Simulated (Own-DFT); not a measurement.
# Shaking the atoms of rutile TiO2, 72 atoms (O48Ti24)

These are calculations, not measurements. The program, named Own-DFT, is a retired in-house plane-wave density functional code that no person has reviewed. Each row is one single-point run on a periodic cell that was not relaxed, without spin or spin-orbit coupling.

Settings of every run: PBE; PseudoDojo norm-conserving scalar-relativistic files; cutoff 72 hartree; 3 x 3 x 3 k mesh centred on Gamma; Fermi-Dirac smearing of 0.1 eV.

Known limits: oxygen file: force components 24 meV/angstrom off all-electron in a glass; forces on such cells passed a denser k mesh, each cell not checked; stress not checked against mesh or cutoff.

Cell vectors in Å: (9.187, 0.000, 0.000); (0.000, 9.187, 0.000); (0.000, 0.000, 8.876). In each run every atom was moved at random and independently from its ideal site; u is the rms move along one axis. E is the free energy for each atom above the fitted value at u = 0, and F the rms of the force components.

```
run,u (Å),E (meV/atom),F (eV/Å),largest force (eV/Å),P (GPa)
1,0.0197,8.6,0.378,1.25,5.11
2,0.0198,8.7,0.379,1.66,5.21
3,0.0512,52.9,0.963,3.61,7.56
4,0.0522,65.1,1.210,5.20,6.25
5,0.0769,134.9,1.716,7.18,10.06
6,0.0798,?,?,?,?
7,0.0897,172.9,2.040,8.18,13.61
8,0.1182,308.0,2.849,14.44,17.59
```

## Worked fit

For small independent moves the energy grows as E = (3/2) K u², with K the mean stiffness felt by one atom. The runs with u up to 0.11 Å give K = 14.7 ± 0.5 eV/Å², with residuals divided by u² + 0.0006 Å², since the noise grows with the moves. The scatter is 3.6 meV/atom at u = 0.05 Å. The forces follow F = G u with G = 21.0 eV/Å²; no force at u = 0 is resolved. G exceeds K because the moves of its neighbours add to the force on an atom, and stiffness differs between atoms. The pressure follows P = 4.42 + 1058 u² GPa: at fixed volume, shortened bonds push harder than stretched ones pull.

## Withheld run

Question: what energy and rms force should run 6 give?

The fit gives 141 ± 9 meV/atom and about 1.68 eV/Å. The calculation gave 124.8 meV/atom and 1.538 eV/Å.
